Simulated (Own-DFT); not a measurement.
## Calculated data, Si$_{3}$N$_{4}$ (beta silicon nitride, strained, atoms displaced)

All values are calculated (Own-DFT development build). A calculation, not a measurement: plane-wave PBE density functional theory by an unreviewed code, no spin, of a simulated periodic cell, stress positive in tension, free energy of the whole cell less one offset for each atom, forces on such cells moved up to 12 meV/angstrom on a denser k mesh; offsets are fitted by least squares, one for each functional and potential file, so energies compare only between cells with the same atoms and settings and are not formation energies; the far tail of each file's local potential was reset to the Coulomb form; each entry is a single point on an unrelaxed cell, so the pressure reflects the starting lattice, mostly measured values (interpolated for alloys), from which strain is counted, and rises with the displacements; printed positions are rounded, which can move forces by about a meV/angstrom; the program, named Own-DFT, is a retired in-house code; no spin-orbit coupling; before rounding, a Quantum ESPRESSO 7.3.1 run of the same cell and cutoff gave forces within 1 meV/angstrom rms on each cell, which checks the program and not the settings.

Common to all runs: functional PBE; potential files PseudoDojo norm-conserving, scalar-relativistic, standard set; wave cutoff 42 hartree; occupations Fermi-Dirac; smearing width 0.1 eV; k mesh 2 x 2 x 4 centred on Gamma.

(1) Si$_{3}$N$_{4}$ (beta silicon nitride, strained, atoms displaced)

```
Si3N4
1.0
     15.2593    -0.0847    -0.2303
     -7.7030    13.3733    -0.1391
     -0.0881    -0.1123     5.8935
Si N Si N Si N Si N Si N Si N Si N Si N
6 8 6 8 6 8 6 8 6 8 6 8 6 8 6 8
Direct
  0.08691 0.38450 0.12923
  0.11249 0.19955 0.11711
  0.29598 0.41195 0.12030
  0.42266 0.11451 0.38155
  0.38327 0.29641 0.37609
  0.20403 0.08432 0.39401
  0.17042 0.01228 0.13336
  0.48002 0.14690 0.12773
  0.35297 0.33346 0.12267
  0.33676 0.48513 0.39770
  0.01445 0.34990 0.38111
  0.14874 0.16365 0.38818
  0.16805 0.33575 0.13775
  0.33080 0.16858 0.37001
  0.07815 0.38267 0.62267
  0.11738 0.20528 0.62299
  0.30567 0.42168 0.62499
  0.41604 0.11253 0.87182
  0.38420 0.29406 0.86887
  0.19962 0.08547 0.86848
  0.17117 0.02055 0.61742
  0.48281 0.15286 0.62785
  0.34697 0.33947 0.63301
  0.33312 0.48514 0.87147
  0.01588 0.34984 0.86925
  0.15896 0.16639 0.86737
  0.16714 0.33497 0.62718
  0.33579 0.16786 0.87335
  0.08715 0.88541 0.11943
  0.11556 0.70152 0.13919
  0.29401 0.91439 0.11747
  0.41650 0.61451 0.37253
  0.38744 0.79805 0.36904
  0.20316 0.58893 0.39511
  0.16675 0.51435 0.12398
  0.48205 0.64907 0.13293
  0.34902 0.83078 0.12854
  0.32947 0.97690 0.37738
  0.02230 0.85100 0.37238
  0.14896 0.65255 0.38622
  0.16960 0.83063 0.14155
  0.33431 0.66746 0.37902
  0.08557 0.88473 0.63268
  0.11705 0.70589 0.63842
  0.29952 0.91449 0.62270
  0.41241 0.62021 0.88161
  0.38877 0.80323 0.87740
  0.20484 0.58607 0.87423
  0.16161 0.51983 0.61282
  0.48822 0.65584 0.61228
  0.35639 0.83464 0.63660
  0.33593 0.98654 0.87608
  0.01368 0.84514 0.87734
  0.14477 0.66526 0.86062
  0.16452 0.83123 0.62411
  0.33533 0.67139 0.87239
  0.58318 0.38817 0.12814
  0.61837 0.20462 0.11594
  0.79799 0.41119 0.13521
  0.90959 0.11097 0.38326
  0.88617 0.29995 0.36903
  0.70396 0.08697 0.36435
  0.66257 0.01593 0.12529
  0.98599 0.15476 0.11808
  0.84999 0.33039 0.10595
  0.83832 0.49343 0.37331
  0.51677 0.34825 0.36287
  0.65335 0.17171 0.38557
  0.67244 0.33895 0.12797
  0.82936 0.16277 0.37549
  0.59395 0.38811 0.62137
  0.61879 0.20869 0.62746
  0.79120 0.41292 0.61285
  0.90462 0.11320 0.87426
  0.88659 0.30197 0.87985
  0.70595 0.08983 0.86743
  0.66479 0.01424 0.59901
  0.98532 0.15762 0.63501
  0.85114 0.33352 0.63043
  0.83421 0.48793 0.88774
  0.51474 0.34962 0.87177
  0.64923 0.16618 0.87465
  0.67479 0.33358 0.62564
  0.82648 0.16297 0.87059
  0.58501 0.88078 0.10392
  0.61331 0.70369 0.14136
  0.80351 0.91416 0.12779
  0.92090 0.61506 0.37023
  0.88296 0.79595 0.36645
  0.70599 0.59704 0.38606
  0.66480 0.51080 0.13378
  0.98224 0.64364 0.12689
  0.84875 0.84403 0.11466
  0.83561 0.98783 0.37016
  0.52035 0.84992 0.36818
  0.65190 0.66527 0.36889
  0.66009 0.83123 0.09946
  0.82990 0.66668 0.37144
  0.58785 0.88706 0.62502
  0.61161 0.69866 0.62505
  0.80436 0.91776 0.61958
  0.91782 0.62165 0.86939
  0.88334 0.79619 0.86568
  0.70467 0.58837 0.87706
  0.66537 0.51371 0.61400
  0.98843 0.64902 0.62440
  0.85185 0.83713 0.62177
  0.83698 0.98993 0.87284
  0.51327 0.84621 0.87072
  0.65370 0.67078 0.86389
  0.67040 0.83766 0.62215
  0.82647 0.65912 0.87040
```

* free energy of cell above offsets: -6.223 eV
* pressure: 1.77 GPa
* stress xx: -3.75 GPa
* stress yy: -1.2 GPa
* stress zz: -0.35 GPa
* stress yz: -3.79 GPa
* stress xz: -4.78 GPa
* stress xy: -3.22 GPa

Force:
```tsv
element	x (eV/Å)	y (eV/Å)	z (eV/Å)
Si	0.926	0.408	-0.25
Si	1.915	1.414	1.341
Si	1.175	0.027	0.923
Si	-5.126	-1.192	-2.586
Si	-0.512	0.247	0.307
Si	-0.551	3.738	-4.916
N	-0.938	0.602	-1.764
N	2.997	0.959	0.24
N	-1.369	1.225	-0.237
N	0.438	1.997	-5.211
N	-1.2	-0.297	-3.828
N	0.115	-0.852	-2.447
N	-0.218	-1.746	-0.634
N	2.418	-1.139	0.665
Si	4.976	1.667	2.037
Si	-0.402	1.282	0.807
Si	-2.591	-4.094	1.133
Si	-3.205	1.694	0.489
Si	-1.207	0.583	0.271
Si	3.349	1.02	2.761
N	-0.672	-5.393	3.685
N	2.949	0.912	1.854
N	3.273	-1.799	-1.219
N	0.292	2.542	2.685
N	-0.817	-0.132	1.392
N	-3.668	1.119	1.286
N	-0.654	0.822	0.067
N	0.348	-1.994	-0.254
Si	2.476	-0.257	2.605
Si	1.965	-0.948	-1.048
Si	2.122	-1.251	0.609
Si	-3.714	-0.358	0.556
Si	0.888	-0.87	1.634
Si	4.645	-1.248	-4.213
N	-0.286	0.675	0.143
N	1.429	0.241	-0.706
N	-1.408	1.814	-1.277
N	0.952	3.4	-0.049
N	-3.133	-1.091	-0.584
N	-7.088	5.535	-0.88
N	-2.559	-0.158	-0.983
N	0.938	-0.331	-0.186
Si	1.953	0.535	-1.282
Si	0.887	-0.32	-3.48
Si	0.462	-2.426	0.409
Si	-0.11	-1.023	-1.923
Si	-0.989	-2.412	1.159
Si	-1.397	0.6	0.513
N	0.392	-3.804	3.976
N	-0.993	-0.953	3.2
N	-2.614	1.922	-3.079
N	0.045	-1.354	-0.303
N	-0.471	0.15	-1.335
N	2.716	-1.625	5.691
N	0.186	1.909	0.519
N	-0.001	-0.547	0.282
Si	2.202	-1.201	-1.15
Si	-0.833	0.847	2.68
Si	0.441	2.181	-2.728
Si	0.426	4.33	-1.099
Si	-0.86	-2.344	1.134
Si	-2.067	0.465	1.338
N	-0.112	-1.046	-3.26
N	-1.578	-1.367	1.378
N	-2.223	1.79	5.15
N	0.228	-4.101	0.972
N	-0.525	-0.415	2.578
N	0.256	-0.883	-1.907
N	-2.152	-2.575	0.01
N	1.859	2.299	-0.395
Si	-1.517	-1.956	0.23
Si	0.708	-2.049	-0.073
Si	5.7	3.956	2.337
Si	1.743	3.254	-0.229
Si	1.733	-2.516	-3.967
Si	-3.247	-2.996	0.018
N	-0.403	0.839	3.167
N	-0.463	-1.398	-0.219
N	-1.152	1.307	-2.315
N	0.462	-0.473	-1.805
N	1.54	0.654	-1.503
N	0.163	-0.437	-0.614
N	-5.767	-0.893	0.12
N	2.777	3.604	0.185
Si	0.264	2.298	4.398
Si	0.159	1.097	-3.684
Si	-7.154	2.803	-2.284
Si	-2.798	1.245	0.714
Si	0.721	0.819	0.123
Si	1.058	-5.441	-1.551
N	-0.558	4.323	-0.822
N	1.403	1.931	-0.105
N	7.121	-5.119	0.226
N	0.616	-2.353	0.919
N	-1.46	-0.516	-1.047
N	-2.239	1.437	1.657
N	3.558	0.169	1.272
N	3.259	2.163	-0.137
Si	1.362	-0.793	-1.304
Si	1.204	3.658	-0.413
Si	-2.57	-0.971	0.636
Si	-0.865	-3.332	0.041
Si	-1.496	-1.097	0.715
Si	-3.188	-3.305	0.828
N	-0.094	2.179	1.111
N	-1.808	0.228	0.473
N	1.114	-0.123	-1.008
N	0.368	-3.038	0.543
N	0.653	0.81	-2.355
N	0.808	-1.526	2.794
N	0.598	-1.014	-0.251
N	3.289	5.171	-0.088
```

(2) Si$_{3}$N$_{4}$ (beta silicon nitride, strained, atoms displaced)

```
Si3N4
1.0
     15.3502    -0.0330    -0.0661
     -7.7037    12.9957     0.1568
     -0.0253     0.0547     5.9324
Si N Si N Si N Si N Si N Si N Si N Si N
6 8 6 8 6 8 6 8 6 8 6 8 6 8 6 8
Direct
  0.09062 0.38338 0.12563
  0.11655 0.20368 0.13117
  0.30150 0.41319 0.10927
  0.41118 0.11146 0.37484
  0.38750 0.29764 0.36077
  0.19405 0.08331 0.37642
  0.16901 0.01533 0.12082
  0.48549 0.15472 0.11857
  0.35197 0.33928 0.11619
  0.33271 0.47717 0.36535
  0.01489 0.34741 0.37100
  0.15193 0.16449 0.37463
  0.16967 0.33606 0.12931
  0.33423 0.17122 0.37011
  0.08032 0.38037 0.63436
  0.11649 0.20543 0.61279
  0.29743 0.40754 0.62520
  0.41386 0.11867 0.86613
  0.38493 0.29478 0.87189
  0.20396 0.09006 0.86851
  0.16253 0.01112 0.61162
  0.48038 0.14689 0.62174
  0.34394 0.33156 0.62426
  0.33965 0.48530 0.86878
  0.00999 0.34244 0.88638
  0.14790 0.16634 0.87452
  0.17338 0.33720 0.61860
  0.33632 0.16951 0.87133
  0.08431 0.88272 0.12205
  0.11718 0.70198 0.10847
  0.29653 0.91716 0.11442
  0.41124 0.61173 0.36457
  0.38462 0.79917 0.36891
  0.20526 0.58453 0.37198
  0.16740 0.51475 0.12198
  0.48960 0.65714 0.12090
  0.35354 0.84101 0.12400
  0.33559 0.98134 0.36780
  0.01513 0.85179 0.37663
  0.15459 0.66638 0.37415
  0.16501 0.83384 0.12768
  0.32791 0.66154 0.37761
  0.08407 0.88578 0.63817
  0.10942 0.70203 0.61101
  0.29143 0.90335 0.62488
  0.40896 0.61309 0.86673
  0.38391 0.79710 0.86729
  0.20003 0.58678 0.87132
  0.16359 0.51650 0.62830
  0.47809 0.64987 0.61763
  0.35242 0.83414 0.61560
  0.33415 0.98867 0.88259
  0.01500 0.84888 0.88195
  0.15525 0.66790 0.86755
  0.16970 0.83007 0.63930
  0.33631 0.66919 0.86968
  0.58650 0.38853 0.13587
  0.61688 0.19862 0.12500
  0.79906 0.41392 0.14337
  0.91271 0.11876 0.38278
  0.89327 0.30671 0.36580
  0.70861 0.08689 0.38620
  0.66854 0.01613 0.10936
  0.98425 0.14801 0.13215
  0.85326 0.34182 0.11999
  0.83506 0.48502 0.36632
  0.52006 0.34824 0.37453
  0.64788 0.16415 0.37595
  0.67383 0.33694 0.13416
  0.83492 0.17021 0.38052
  0.58900 0.39083 0.63587
  0.61416 0.19956 0.63054
  0.80484 0.41468 0.60955
  0.91016 0.11687 0.87704
  0.88160 0.28969 0.87674
  0.69510 0.08467 0.86362
  0.66884 0.01723 0.63286
  0.98467 0.15300 0.62733
  0.85109 0.33508 0.62761
  0.83647 0.49328 0.86210
  0.51629 0.35323 0.87614
  0.64961 0.16118 0.86491
  0.66731 0.33052 0.63160
  0.83382 0.16393 0.86554
  0.58324 0.88353 0.14207
  0.61889 0.70832 0.13248
  0.79202 0.90723 0.12969
  0.91120 0.62187 0.37724
  0.87989 0.79517 0.37991
  0.70020 0.58645 0.38063
  0.65850 0.50849 0.13020
  0.98487 0.65229 0.13030
  0.85642 0.83734 0.12506
  0.83134 0.98439 0.38463
  0.51589 0.84829 0.36051
  0.65437 0.67250 0.38438
  0.66486 0.83926 0.11816
  0.83098 0.66206 0.37889
  0.58167 0.88418 0.62535
  0.61823 0.70838 0.62062
  0.80050 0.91591 0.63920
  0.91349 0.61014 0.87739
  0.88056 0.79158 0.88662
  0.69869 0.58464 0.87248
  0.66487 0.51028 0.62957
  0.98081 0.64865 0.60713
  0.85621 0.83711 0.61281
  0.83747 0.98080 0.88282
  0.51138 0.85029 0.86792
  0.65266 0.66642 0.89229
  0.67488 0.83343 0.64172
  0.82959 0.66733 0.88637
```

* free energy of cell above offsets: -9.652 eV
* pressure: 4.38 GPa
* stress xx: -2.83 GPa
* stress yy: -14.09 GPa
* stress zz: 3.76 GPa
* stress yz: 2.6 GPa
* stress xz: -0.19 GPa
* stress xy: -0.7 GPa

Force:
```tsv
element	x (eV/Å)	y (eV/Å)	z (eV/Å)
Si	-0.722	-0.259	0.041
Si	-0.403	-0.496	-1.625
Si	-1.582	0.386	2.014
Si	-0.93	1.67	-1.223
Si	-0.81	1.587	1.681
Si	3.793	0.695	-2.404
N	-0.795	0.566	-0.003
N	0.53	-0.523	0.175
N	2.472	-1.786	-0.231
N	0.34	1.755	0.147
N	2.336	1.388	0.805
N	-2.331	1.052	0.191
N	0.306	-0.908	-0.543
N	0.175	-3.646	0.124
Si	2.143	0.701	-0.67
Si	0.242	-0.479	1.911
Si	-0.067	3.152	-1.07
Si	0.295	0.049	1.443
Si	-1.024	2.758	-0.396
Si	0.025	-0.412	0.385
N	0.155	2.442	2.91
N	1.527	0.467	-0.167
N	3.715	-1.492	-0.596
N	-0.492	-1.245	-0.841
N	1.604	1.073	-0.557
N	0.377	-0.383	-0.336
N	-4.398	-1.508	0.412
N	-0.842	-2.134	-0.211
Si	0.978	0.198	1.881
Si	-0.055	0.36	2.414
Si	0.114	-1.733	2.295
Si	-0.584	0.152	0.111
Si	-0.705	-1.569	-0.413
Si	-2.674	-0.273	0.302
N	-0.38	0.085	0.008
N	-1.424	-1.408	-0.119
N	0.429	-0.667	-1.363
N	-0.476	-0.459	1.309
N	-0.049	-0.54	0.427
N	-1.259	-0.07	-0.992
N	0.49	-0.241	-0.396
N	3.261	2.494	-0.593
Si	0.988	-2.737	-2.033
Si	2.668	-1.4	-0.145
Si	2.15	3.95	-0.365
Si	1.122	2.527	0.646
Si	-0.957	0.656	1.255
Si	1.914	0.393	0.076
N	-0.279	-1.854	-0.111
N	2.66	1.046	-0.239
N	-0.183	0.469	0.521
N	0.048	-1.1	-3.505
N	-1.091	-0.482	-0.655
N	-2.318	0.247	-0.418
N	-4.491	0.092	-0.189
N	-1.398	-2.047	0.399
Si	2.24	-5.847	-1.871
Si	-1.476	1.935	-0.275
Si	-0.897	0.085	-4.846
Si	0.384	-0.728	-0.965
Si	-3.112	-2.041	1.093
Si	-1.988	0.695	-2.964
N	-0.547	-0.155	3.149
N	-0.338	0.271	-0.311
N	2.276	-1.538	-0.105
N	0.377	2.344	1.862
N	-2.146	-0.062	2.077
N	1.539	-1.536	0.752
N	-2.444	-1.884	-0.533
N	0.48	0.895	-0.421
Si	1.356	-7.218	-1.127
Si	-1.371	1.087	-2.329
Si	-3.146	-0.543	3.147
Si	2.845	-1.117	0.769
Si	-1.779	2.628	0.078
Si	3.419	0.22	2.469
N	-0.353	-2.406	-2.346
N	0.336	0.078	0.058
N	2.032	-0.401	-0.952
N	-0.063	-7.401	0.314
N	-0.154	-0.026	0.75
N	-1.887	1.165	1.902
N	-0.367	1.742	0.019
N	-2.656	-1.126	0.36
Si	1.993	2.119	-6.886
Si	-0.357	-0.933	-1.105
Si	1.556	2.356	0.842
Si	2.005	-2.058	-2.374
Si	2.242	0.479	-1.041
Si	0.15	-0.554	-0.979
N	0.436	7.086	0.248
N	0.244	-0.286	-1.353
N	-2.032	0.242	0.728
N	0.009	0.056	-0.835
N	-2.194	-0.709	5.586
N	0.764	-1.152	-0.801
N	0.859	-1.815	0.794
N	-2.846	1.266	0.04
Si	2.398	-0.628	0.423
Si	-0.946	-2.855	2.432
Si	1.648	-0.644	-1.622
Si	-0.796	6.389	0.034
Si	0.133	2.943	-2.173
Si	0.908	0.307	1.734
N	-0.117	6.302	-0.354
N	0.956	0.654	3.274
N	-1.456	0.549	3.586
N	-0.099	1.58	0.27
N	1.52	0.944	1.139
N	-1.221	0.267	-1.822
N	-4.215	1.617	-0.568
N	1.757	-3.195	-0.444
```
